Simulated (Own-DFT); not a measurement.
# Computed records: GaP (zincblende, atoms displaced)

A calculation, not a measurement: plane-wave PBE density functional theory by an unreviewed code, no spin, of a simulated periodic cell, stress positive in tension, free energy of the whole cell less one offset for each atom, forces on such cells passed a denser k mesh, this cell's mesh not checked; offsets are fitted by least squares, one for each functional and potential file, so energies compare only between cells with the same atoms and settings and are not formation energies; the far tail of each file's local potential was reset to the Coulomb form; each entry is a single point on an unrelaxed cell, so the pressure reflects the starting lattice, mostly measured values (interpolated for alloys), from which strain is counted, and rises with the displacements; printed positions are rounded, which can move forces by about a meV/angstrom; the program, named Own-DFT, is a retired in-house code; no spin-orbit coupling. Program: Own-DFT development build.

Settings shared by all entries: functional PBE; potential files PseudoDojo norm-conserving, scalar-relativistic, standard set; wave cutoff 42 hartree; occupations Fermi-Dirac; smearing width 0.1 eV; k mesh 2 x 3 x 3 centred on Gamma.

(1) GaP (zincblende, atoms displaced)

```
GaP
1.0
     16.3515     0.0000     0.0000
      0.0000    10.9010     0.0000
      0.0000     0.0000    10.9010
Ga P Ga P Ga P Ga P Ga P Ga P Ga P Ga P Ga P Ga P Ga P Ga P
4 4 4 4 4 4 4 4 4 4 4 4 4 4 4 4 4 4 4 4 4 4 4 4
Direct
  0.00443 0.97980 0.98567
  0.00472 0.24792 0.24605
  0.16255 0.97863 0.24545
  0.15108 0.24972 0.01787
  0.08144 0.12752 0.11848
  0.08636 0.37989 0.40930
  0.24261 0.12198 0.38316
  0.25550 0.37731 0.12408
  0.00470 0.98220 0.50942
  0.01096 0.26049 0.74820
  0.16476 0.00117 0.75283
  0.15024 0.26130 0.51470
  0.07234 0.13210 0.62726
  0.08427 0.37630 0.88747
  0.24427 0.11483 0.88324
  0.24244 0.38256 0.64756
  0.00349 0.48509 0.99167
  0.97686 0.77602 0.23717
  0.18311 0.52248 0.25406
  0.17719 0.74031 0.00412
  0.08466 0.62200 0.12000
  0.08021 0.87446 0.38083
  0.24995 0.63457 0.38425
  0.23342 0.86811 0.13765
  0.00089 0.50165 0.48796
  0.00768 0.75477 0.76863
  0.17540 0.47667 0.75193
  0.17697 0.72165 0.47910
  0.06889 0.62092 0.63098
  0.09728 0.88881 0.86496
  0.25212 0.62554 0.89111
  0.26014 0.89255 0.62364
  0.32941 0.95804 0.99646
  0.32700 0.22859 0.22908
  0.49950 0.98026 0.25487
  0.49029 0.23388 0.98518
  0.42877 0.14483 0.13406
  0.42040 0.36783 0.36706
  0.57187 0.13757 0.38284
  0.59011 0.38822 0.11298
  0.34233 0.99339 0.52419
  0.32281 0.23854 0.75544
  0.50984 0.97839 0.75643
  0.50126 0.24941 0.50166
  0.42061 0.13661 0.61917
  0.41489 0.37737 0.87654
  0.57603 0.12403 0.86973
  0.57696 0.34777 0.62500
  0.33774 0.49459 0.01666
  0.32309 0.74028 0.25955
  0.50465 0.49928 0.24311
  0.49715 0.76216 0.99406
  0.42207 0.63246 0.14320
  0.41667 0.87530 0.37737
  0.57274 0.63569 0.37297
  0.56602 0.87268 0.12350
  0.32788 0.47305 0.49009
  0.32666 0.73757 0.76200
  0.51215 0.49998 0.75275
  0.50554 0.76314 0.50972
  0.40932 0.61520 0.63273
  0.40527 0.87803 0.88690
  0.58631 0.62982 0.87057
  0.58047 0.86098 0.63082
  0.68384 0.01057 0.00317
  0.66677 0.25255 0.24323
  0.83437 0.00977 0.24145
  0.84455 0.27169 0.00160
  0.74347 0.13912 0.14837
  0.74292 0.38518 0.37077
  0.91488 0.13786 0.36450
  0.92683 0.36736 0.12755
  0.66548 0.97645 0.49439
  0.67087 0.23057 0.74245
  0.83970 0.01740 0.76082
  0.83355 0.24923 0.48757
  0.74602 0.10571 0.62697
  0.75340 0.40512 0.85855
  0.90298 0.13295 0.88427
  0.90951 0.39291 0.63019
  0.66152 0.51409 0.00266
  0.66095 0.75393 0.25839
  0.83827 0.52748 0.25400
  0.81826 0.75429 0.99858
  0.74834 0.61519 0.12238
  0.74286 0.87736 0.38396
  0.91019 0.63566 0.38930
  0.92627 0.86804 0.08471
  0.65283 0.51107 0.48442
  0.67538 0.74949 0.75302
  0.84029 0.50149 0.74846
  0.82878 0.74378 0.50035
  0.74717 0.63225 0.62652
  0.74826 0.86654 0.88975
  0.89744 0.62284 0.89222
  0.91507 0.87401 0.62203
```

| Item | Value |
| --- | --- |
| free energy of cell above offsets | -23.014 eV |
| pressure | 7.4 GPa |
| stress xx | -7.43 GPa |
| stress yy | -6.86 GPa |
| stress zz | -7.9 GPa |
| stress yz | -2.28 GPa |
| stress xz | 3.63 GPa |
| stress xy | 1.69 GPa |

Force:
```tsv
element	x (eV/Å)	y (eV/Å)	z (eV/Å)
Ga	1.314	4.13	-1.371
Ga	0.736	0.26	1.356
Ga	-2.088	4.29	2.823
Ga	3.598	1.557	-1.809
P	-1.595	-3.606	2.085
P	-0.751	1.603	-6.247
P	0.249	-0.128	-0.3
P	-2.109	-0.713	0.989
Ga	-1.038	1.905	-0.193
Ga	-2.766	0.811	0.965
Ga	2.047	2.532	-3.286
Ga	3.656	-3.005	1.797
P	1.199	-2.086	-0.132
P	1.586	-1.086	-2.419
P	0.176	0.467	1.057
P	5.313	-5.71	-6.605
Ga	-2.029	2.771	1.808
Ga	2.677	-2.364	2.835
Ga	-2.199	-2.236	-1.523
Ga	-2.608	0.563	0.132
P	-0.744	0.298	0.712
P	0.35	-1.696	-1.294
P	7.078	-6.619	-3.598
P	4.24	-1.845	-1.907
Ga	-2.17	1.224	2.055
Ga	-1.687	-0.376	-0.508
Ga	-5.974	6.602	5.579
Ga	-8.43	7.097	7.917
P	2.602	-0.136	-0.062
P	-1.689	-3.661	2.506
P	0.356	-2.347	-1.178
P	-3.67	-3.917	2.287
Ga	-4.691	5.321	4.919
Ga	-0.842	0.871	2.269
Ga	-0.631	3.168	0.662
Ga	0.683	2.24	-0.312
P	-0.426	-3.691	0.385
P	-0.751	-0.203	-0.433
P	2.791	-3.079	-2.276
P	-1.613	-2.295	0.702
Ga	1.814	2.512	-3.327
Ga	1.351	0.343	0.125
Ga	-2.071	1.798	0.214
Ga	-2.37	0.815	-0.724
P	-0.83	-1.355	2.181
P	-0.102	-0.078	-0.516
P	2.312	-0.921	0.428
P	2.353	3.414	1.316
Ga	1.363	1.262	-0.901
Ga	2.309	1.972	-1.201
Ga	-0.186	-0.53	0.632
Ga	-0.68	-2.013	-0.33
P	-1.291	0.023	-1.671
P	-1.309	-0.646	0.952
P	0.119	-0.088	0.128
P	4.239	0.365	-0.176
Ga	0.788	1.009	1.063
Ga	0.705	1.057	-1.345
Ga	-1.64	-1.028	-0.8
Ga	-3.323	-2.51	-1.511
P	0.914	0.191	-0.699
P	4.973	-3.487	-5.436
P	-0.504	1.057	0.63
P	2.684	1.084	1.066
Ga	-2.545	0.374	0.457
Ga	-3.228	2.631	2.71
Ga	0.156	-0.682	0.383
Ga	-2.923	0.178	-0.255
P	3.059	-2.147	-3.815
P	1.021	0.031	0.02
P	1.126	-1.864	0.633
P	-0.343	2.51	1.001
Ga	-2.88	3.662	2.36
Ga	-0.47	1.701	0.801
Ga	-1.476	-2.512	-1.959
Ga	-1.308	1.005	1.429
P	1.017	0.071	-1.257
P	-2.193	-3.269	2.309
P	3.697	0.199	0.412
P	2.592	-2.972	-2.649
Ga	1.073	-0.37	-1.69
Ga	0.033	-0.197	-1.297
Ga	-0.607	-2.557	-0.381
Ga	1.749	-2.18	2.417
P	0.019	2.311	1.311
P	3.27	-1.928	-3.256
P	2.091	-0.082	-2.117
P	-4.357	-0.075	1.66
Ga	0.778	-1.193	1.689
Ga	-0.974	0.238	0.208
Ga	-1.136	2.809	-0.182
Ga	-1.107	1.818	1.353
P	0.162	-1.669	-0.629
P	-1.043	3.165	-3.024
P	3.295	0.058	-0.778
P	-0.318	-0.225	1.655
```

(2) GaP (zincblende, atoms displaced)

```
GaP
1.0
     16.3515     0.0000     0.0000
      0.0000    10.9010     0.0000
      0.0000     0.0000    10.9010
Ga P Ga P Ga P Ga P Ga P Ga P Ga P Ga P Ga P Ga P Ga P Ga P
4 4 4 4 4 4 4 4 4 4 4 4 4 4 4 4 4 4 4 4 4 4 4 4
Direct
  0.00157 0.00105 0.97007
  0.00982 0.25508 0.26263
  0.16925 0.02616 0.22226
  0.15892 0.24044 0.01621
  0.07317 0.12074 0.13462
  0.08885 0.38154 0.39998
  0.24046 0.15921 0.37171
  0.23093 0.35644 0.13806
  0.00379 0.02049 0.50129
  0.99014 0.25709 0.74398
  0.17514 0.98375 0.75175
  0.16617 0.23244 0.52098
  0.07682 0.13456 0.64750
  0.07283 0.35460 0.87752
  0.26192 0.10759 0.84704
  0.25588 0.36618 0.61970
  0.02102 0.47883 0.99156
  0.99234 0.76063 0.25079
  0.16690 0.52846 0.27457
  0.16144 0.76924 0.96609
  0.08353 0.60952 0.11899
  0.07980 0.86473 0.34088
  0.23373 0.62493 0.37230
  0.23732 0.85610 0.12731
  0.99744 0.50471 0.47883
  0.01561 0.75632 0.75344
  0.16277 0.48711 0.76383
  0.15317 0.74492 0.49457
  0.09466 0.61990 0.61292
  0.07506 0.86221 0.86192
  0.23680 0.63068 0.85950
  0.24171 0.89391 0.62675
  0.33481 0.03025 0.99113
  0.32079 0.24302 0.26688
  0.50275 0.99002 0.26393
  0.49512 0.24277 0.98239
  0.41120 0.13232 0.11937
  0.41712 0.39262 0.35950
  0.58206 0.11337 0.37501
  0.57917 0.38088 0.11655
  0.32492 0.02018 0.49654
  0.33439 0.26749 0.74729
  0.49904 0.97927 0.75638
  0.49860 0.24225 0.50314
  0.43315 0.13823 0.62800
  0.43142 0.39118 0.87198
  0.59579 0.12855 0.86366
  0.57519 0.39512 0.62070
  0.34623 0.50714 0.99302
  0.32979 0.75943 0.27320
  0.49004 0.50394 0.26435
  0.50935 0.77531 0.98796
  0.42270 0.63677 0.12211
  0.41205 0.86387 0.38309
  0.59698 0.60204 0.37348
  0.57142 0.89525 0.13461
  0.32645 0.52611 0.51274
  0.32768 0.74241 0.76837
  0.51491 0.48486 0.72660
  0.48900 0.73938 0.50394
  0.42805 0.63818 0.62760
  0.41361 0.88618 0.86334
  0.56779 0.62712 0.88050
  0.58401 0.87383 0.61378
  0.68395 0.00461 0.00716
  0.66979 0.24164 0.22825
  0.83364 0.00504 0.22829
  0.81889 0.24400 0.00567
  0.74752 0.13891 0.10576
  0.75068 0.32967 0.37187
  0.91193 0.12730 0.37071
  0.91300 0.37872 0.13233
  0.65919 0.00416 0.49517
  0.67654 0.25300 0.75262
  0.84509 0.01171 0.76044
  0.83521 0.23731 0.52385
  0.74290 0.13112 0.60052
  0.76383 0.37216 0.86548
  0.92370 0.11654 0.86341
  0.91588 0.38498 0.60763
  0.65620 0.47386 0.02003
  0.66533 0.74792 0.24747
  0.81907 0.47312 0.24427
  0.83269 0.76072 0.99367
  0.74548 0.62412 0.12324
  0.74796 0.87768 0.40733
  0.92471 0.61194 0.38402
  0.91471 0.88409 0.12856
  0.65831 0.49955 0.48130
  0.67010 0.73826 0.76505
  0.83564 0.47955 0.74613
  0.82800 0.74137 0.51904
  0.76910 0.61933 0.63367
  0.73514 0.89533 0.88179
  0.91859 0.63734 0.88974
  0.91235 0.88380 0.63148
```

| Property | Result |
| --- | --- |
| free energy of cell above offsets | -12.964 eV |
| pressure | 8.81 GPa |
| stress xx | -8.58 GPa |
| stress yy | -8.69 GPa |
| stress zz | -9.17 GPa |
| stress yz | -0.41 GPa |
| stress xz | 1.47 GPa |
| stress xy | -1.27 GPa |

Force:
```tsv
element	x (eV/Å)	y (eV/Å)	z (eV/Å)
Ga	0.577	-1.021	3.167
Ga	-1.657	1.008	0.56
Ga	1.689	-2.824	1.885
Ga	0.049	-0.795	-1.802
P	-1.735	0.411	-2.726
P	0.974	-1.299	-1.478
P	-2.698	-5.589	2.46
P	2.068	2.634	0.28
Ga	-0.763	-1.621	-0.687
Ga	-0.846	0.847	-0.576
Ga	-4.099	2.439	2.396
Ga	-1.146	1.826	0.617
P	1.557	-1.907	-0.841
P	3.053	-1.873	-2.358
P	-1.562	2.811	0.772
P	-1.244	1.784	0.12
Ga	-4.209	3.351	3.145
Ga	-1.575	-3.338	-1.377
Ga	-6.361	-7.353	-6.931
Ga	1.556	-2.39	3.87
P	0.297	2.008	0.397
P	2.788	3.229	3.575
P	8.036	5.87	6.085
P	1.166	2.011	-0.583
Ga	3.243	-2.238	4.059
Ga	-5.717	-5.426	-5.618
Ga	-0.201	-0.881	-1.845
Ga	1.149	3.229	-1.321
P	-2.653	-1.79	2.807
P	3.129	6.643	3.026
P	1.058	-1.367	2.023
P	2.939	-4.077	-4.257
Ga	-0.055	-3.022	0.893
Ga	4.91	4.019	-4.576
Ga	-3.205	1.401	0.991
Ga	1.347	-0.06	0.674
P	1.002	0.289	2.161
P	-3.867	-4.27	4.138
P	-0.24	2.501	-1.253
P	-4.768	-4.934	4.371
Ga	0.868	-0.059	0.552
Ga	2.048	-0.998	0.84
Ga	2.86	2.456	-2.636
Ga	1.568	2.72	-2.759
P	-3.413	-2.452	2.082
P	-1.635	-0.728	-1.005
P	-1.733	-1.213	1.194
P	8.091	-8.196	-7.781
Ga	-1.562	0.128	0.891
Ga	-1.441	-1.99	-2.825
Ga	3.614	2.969	-3.604
Ga	-1.697	0.02	0.876
P	-0.564	0.759	0.662
P	0.55	2.698	0.854
P	-5.659	6.086	-4.879
P	3.842	-2.103	-2.443
Ga	0.673	-0.784	-0.78
Ga	1.447	1.533	-2.423
Ga	-7.275	7.864	8.332
Ga	4.136	2.533	-2.918
P	-4.01	-3.261	3.691
P	-1.934	-1.511	2.917
P	2.466	-1.4	-0.864
P	-0.375	-1.188	1.192
Ga	-5.293	1.031	1.611
Ga	-2.631	0.931	1.613
Ga	-1.174	0.887	2.51
Ga	5.905	3.702	-3.055
P	-0.728	-3.577	4.259
P	-0.421	2.562	0.604
P	0.709	0.287	0.307
P	1.527	-1.463	-1.649
Ga	0.232	-0.789	0.912
Ga	-0.402	0.413	-1.597
Ga	-4.017	-2.305	-2.469
Ga	1.998	1.181	-2.736
P	-1.013	-1.384	3.883
P	-2.776	-0.656	2.175
P	-0.482	4.052	2.132
P	0.584	-0.86	0.923
Ga	5.081	5.311	-4.831
Ga	0.008	0.871	0.763
Ga	-0.012	1.431	1.185
Ga	-0.921	0.217	0.753
P	0.384	-0.39	-0.497
P	0.67	-0.858	-3.402
P	-5.432	4.534	-4.006
P	0.59	-0.814	-2.475
Ga	5.657	-5.126	5.245
Ga	-0.498	0.042	-0.933
Ga	2.209	2.692	-0.027
Ga	2.882	2.121	-2.236
P	-4.357	-1.807	1.559
P	3.887	-3.754	-3.655
P	1.443	-1.803	-1.683
P	1.539	-0.797	-0.591
```

(3) GaP (zincblende, atoms displaced)

```
GaP
1.0
     16.3515     0.0000     0.0000
      0.0000    10.9010     0.0000
      0.0000     0.0000    10.9010
Ga P Ga P Ga P Ga P Ga P Ga P Ga P Ga P Ga P Ga P Ga P Ga P
4 4 4 4 4 4 4 4 4 4 4 4 4 4 4 4 4 4 4 4 4 4 4 4
Direct
  0.01275 0.00161 0.99828
  0.99752 0.24019 0.25782
  0.17587 0.00770 0.24203
  0.16623 0.26539 0.00311
  0.09967 0.11435 0.11091
  0.09993 0.38901 0.36583
  0.23876 0.11167 0.38575
  0.26121 0.35934 0.14311
  0.00571 0.99804 0.49877
  0.01544 0.25756 0.74007
  0.15166 0.98651 0.77679
  0.16191 0.23273 0.51049
  0.08109 0.10632 0.64370
  0.11520 0.37857 0.86987
  0.27128 0.15032 0.86811
  0.23945 0.36863 0.59563
  0.00882 0.51291 0.01370
  0.01849 0.77258 0.25910
  0.17312 0.53160 0.24484
  0.17064 0.75713 0.00839
  0.08046 0.59371 0.12952
  0.08984 0.87622 0.36841
  0.26371 0.63031 0.37243
  0.25034 0.87671 0.11515
  0.99577 0.51203 0.49749
  0.00289 0.72943 0.76447
  0.18271 0.51310 0.74006
  0.15506 0.75046 0.51042
  0.09072 0.64534 0.62173
  0.08751 0.86077 0.87307
  0.23206 0.60315 0.89470
  0.24946 0.85419 0.62616
  0.33553 0.97672 0.98468
  0.32616 0.24355 0.25977
  0.50579 0.98962 0.26977
  0.50962 0.24629 0.00616
  0.42552 0.12699 0.13030
  0.41354 0.34356 0.38550
  0.58130 0.14455 0.39400
  0.58711 0.40873 0.13233
  0.34442 0.98737 0.50494
  0.33206 0.26609 0.74384
  0.49945 0.98524 0.75944
  0.49797 0.25422 0.52148
  0.41884 0.11452 0.60986
  0.42926 0.37178 0.87371
  0.59156 0.10183 0.87033
  0.57474 0.37466 0.62215
  0.32569 0.49569 0.01305
  0.33832 0.77061 0.25081
  0.49509 0.50714 0.26123
  0.51044 0.74389 0.01727
  0.41138 0.61406 0.13121
  0.41547 0.87032 0.37633
  0.57080 0.61019 0.37338
  0.58330 0.85844 0.12069
  0.34857 0.51276 0.52221
  0.34566 0.74760 0.73840
  0.50160 0.51848 0.74392
  0.50990 0.76432 0.47829
  0.42137 0.60465 0.63053
  0.41783 0.88073 0.86926
  0.59040 0.61152 0.88351
  0.58822 0.84392 0.62136
  0.67719 0.00044 0.99331
  0.66177 0.26545 0.24512
  0.84073 0.98815 0.26129
  0.83373 0.22538 0.01054
  0.73313 0.13094 0.13838
  0.75381 0.37817 0.36735
  0.91899 0.14020 0.39189
  0.90486 0.37350 0.11748
  0.68762 0.00460 0.51969
  0.66694 0.26768 0.75007
  0.83539 0.03020 0.74956
  0.83869 0.25123 0.49447
  0.75144 0.11348 0.62122
  0.74656 0.36270 0.88064
  0.90821 0.12789 0.88566
  0.90190 0.37388 0.61421
  0.66691 0.51156 0.99456
  0.66419 0.72093 0.26136
  0.82057 0.50205 0.25200
  0.82570 0.73482 0.00217
  0.75128 0.62281 0.11782
  0.75048 0.88332 0.39550
  0.91496 0.64374 0.38788
  0.92029 0.84821 0.13031
  0.67491 0.50985 0.50053
  0.66559 0.77809 0.75122
  0.84368 0.49286 0.72108
  0.84325 0.74057 0.49511
  0.75487 0.62953 0.62326
  0.75981 0.87378 0.88474
  0.91089 0.61061 0.87381
  0.91612 0.86745 0.60274
```

| Property | Result |
| --- | --- |
| free energy of cell above offsets | -19.567 eV |
| pressure | 7.53 GPa |
| stress xx | -7.19 GPa |
| stress yy | -6.89 GPa |
| stress zz | -8.51 GPa |
| stress yz | -1.74 GPa |
| stress xz | -2.63 GPa |
| stress xy | -1.5 GPa |

Force:
```tsv
element	x (eV/Å)	y (eV/Å)	z (eV/Å)
Ga	-2.002	-1.031	-0.276
Ga	1.31	2.013	-1.62
Ga	-0.424	-1.308	0.12
Ga	3.024	-2.126	1.665
P	-1.788	1.582	0.75
P	-2.114	-1.258	1.107
P	2.486	0.156	0.342
P	-3.093	2.75	-2.072
Ga	-0.752	-0.248	0.006
Ga	-1.543	1.069	1.58
Ga	5.034	3.212	-2.636
Ga	-1.635	-0.223	-1.089
P	0.283	0.101	-1.507
P	-4.396	1.672	-1.897
P	-3.37	-3.563	2.818
P	2.772	2.296	2.35
Ga	-4.872	-4.768	-5.362
Ga	-3.526	-4.34	-2.532
Ga	2.996	-2.794	1.762
Ga	-1.395	-2.016	-0.51
P	2.359	6.921	3.128
P	2.791	3.142	2.285
P	-0.82	0.877	1.016
P	1.1	0.469	1.504
Ga	1.135	-0.853	-0.145
Ga	-1.077	1.127	-1.261
Ga	-1.215	-1.326	-2.785
Ga	4.403	2.646	-4.349
P	-3.687	-5.249	3.695
P	-2.84	-2.273	2.942
P	2.942	2.256	1.157
P	0.199	1.822	0.431
Ga	-0.634	3.751	1.106
Ga	1.644	-2.712	1.421
Ga	0.77	1.63	-1.345
Ga	0.406	0.275	-0.203
P	-0.93	-1.469	0.502
P	0.309	3.245	-0.021
P	1.6	-1.816	-0.859
P	-0.701	-2.04	-0.409
Ga	-2.863	-0.129	0.012
Ga	1.7	1.112	-2.356
Ga	1.389	1.577	-2.624
Ga	-0.6	-1.289	-1.63
P	0.299	0.414	3.108
P	-1.03	0.824	-0.067
P	-0.657	2.114	-0.427
P	2.62	2.19	1.319
Ga	1.027	-1.059	-0.854
Ga	-1.101	-2.378	-1.569
Ga	-2.69	-3.256	-1.547
Ga	-2.843	-2.523	-2.443
P	0.246	1.878	-0.176
P	1.022	0.863	0.314
P	3.024	1.511	2.486
P	2.681	2.848	2.967
Ga	-4.695	-4.938	-5.601
Ga	-1.021	-0.334	0.985
Ga	2.794	-3.314	3.32
Ga	-0.67	-1.652	0.621
P	1.44	6.419	0.784
P	0.565	-4.025	0.468
P	-2.336	3.921	-3.027
P	-2.083	4.222	-1.618
Ga	-0.72	-0.721	1.447
Ga	-1.212	0.415	1.289
Ga	-0.615	0.625	-0.287
Ga	-2.502	1.965	1.33
P	2.495	-1.752	-0.571
P	-1.449	-1.194	1.859
P	1.434	-3.359	-1.787
P	1.697	0.181	0.934
Ga	-6.37	-3.179	-3.775
Ga	-1.068	-1.779	-0.76
Ga	0.791	-3.298	-0.039
Ga	-3.373	0.083	0.111
P	2.652	6.853	3.589
P	1.63	1.301	0.406
P	4.151	-0.535	-1.057
P	5.895	-2.207	-1.174
Ga	2.297	-2.888	1.23
Ga	0.233	2.123	-0.77
Ga	2.898	0.905	-0.857
Ga	2.197	1.039	-0.834
P	-1.364	-0.624	1.794
P	0.709	-2.716	-2.376
P	3.59	-3.79	-5.535
P	0.091	1.958	-0.701
Ga	-1.092	-1.21	-0.131
Ga	2.867	-3.571	3.28
Ga	-3.747	2.93	4.4
Ga	-4.912	2.826	2.734
P	-0.359	0.65	0.859
P	-0.027	0.84	-1.629
P	0.85	-0.095	0.394
P	1.369	1.625	3.374
```
